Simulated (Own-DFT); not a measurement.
# What a defect does to the pressure of its cell: wurtzite GaN

Everything here is calculated. The program is Own-DFT (plane waves, in-house, since retired, never reviewed by a person); positions were held fixed, and spin and spin-orbit coupling were off.

All runs used: PBE; PseudoDojo norm-conserving scalar-relativistic files; cutoff 42 hartree; 4 x 4 x 3 k mesh centred on Gamma; Fermi-Dirac smearing of 0.1 eV.

Keep in mind (not all hold for every row): not probed for a lower state with spin; forces not confirmed at this smearing and k mesh; stress not checked against mesh or cutoff.

All runs share one cell, with vectors in Å (9.567, 0.000, 0.000); (-4.784, 8.285, 0.000); (0.000, 0.000, 10.370) and a volume of 822.0 Å³. Atoms were moved at random from their sites; u is the rms move along one axis. The defect's site can differ from row to row.

| cell | formula | u (Å) | P (GPa) |
|---|---|---|---|
| no defect | Ga36N36 | 0.0204 | 5.93 |
| no defect | Ga36N36 | 0.0494 | 7.43 |
| no defect | Ga36N36 | 0.0514 | 7.64 |
| one N on a Ga site | Ga35N37 | 0.0296 | 5.58 |
| one N on a Ga site | Ga35N37 | 0.0324 | 5.61 |
| one N on a Ga site | Ga35N37 | 0.0440 | 6.20 |
| one Ga on an N site | Ga37N35 | 0.0289 | 11.95 |
| one Ga on an N site | Ga37N35 | 0.0294 | 12.19 |
| one Ga on an N site | Ga37N35 | 0.0503 | 13.21 |
| one Ga on an N site | Ga37N35 | 0.0509 | ? |

## Working it out

P = P0 + c u² + a shift for each defect gives P0 = 5.69 GPa, c = 713 ± 40 GPa/Å² and a scatter of 0.09 GPa. The shifts, and each times the cell's volume:

- one Ga on an N site: 5.75 ± 0.08 GPa, 29.5 eV
- one N on a Ga site: -0.82 ± 0.08 GPa, -4.2 eV

Against the defect-free cell, a freed cell would be larger where the shift is positive and smaller where it is negative (160.2 GPa Å³ is 1 eV). The atoms around the defects weren't relaxed, which would change these numbers.

## The run left out

Question: what pressure belongs in the blank (one Ga on an N site, u = 0.0509 Å)?

From the fit: 13.29 ± 0.12 GPa. DFT gave 13.36 GPa.
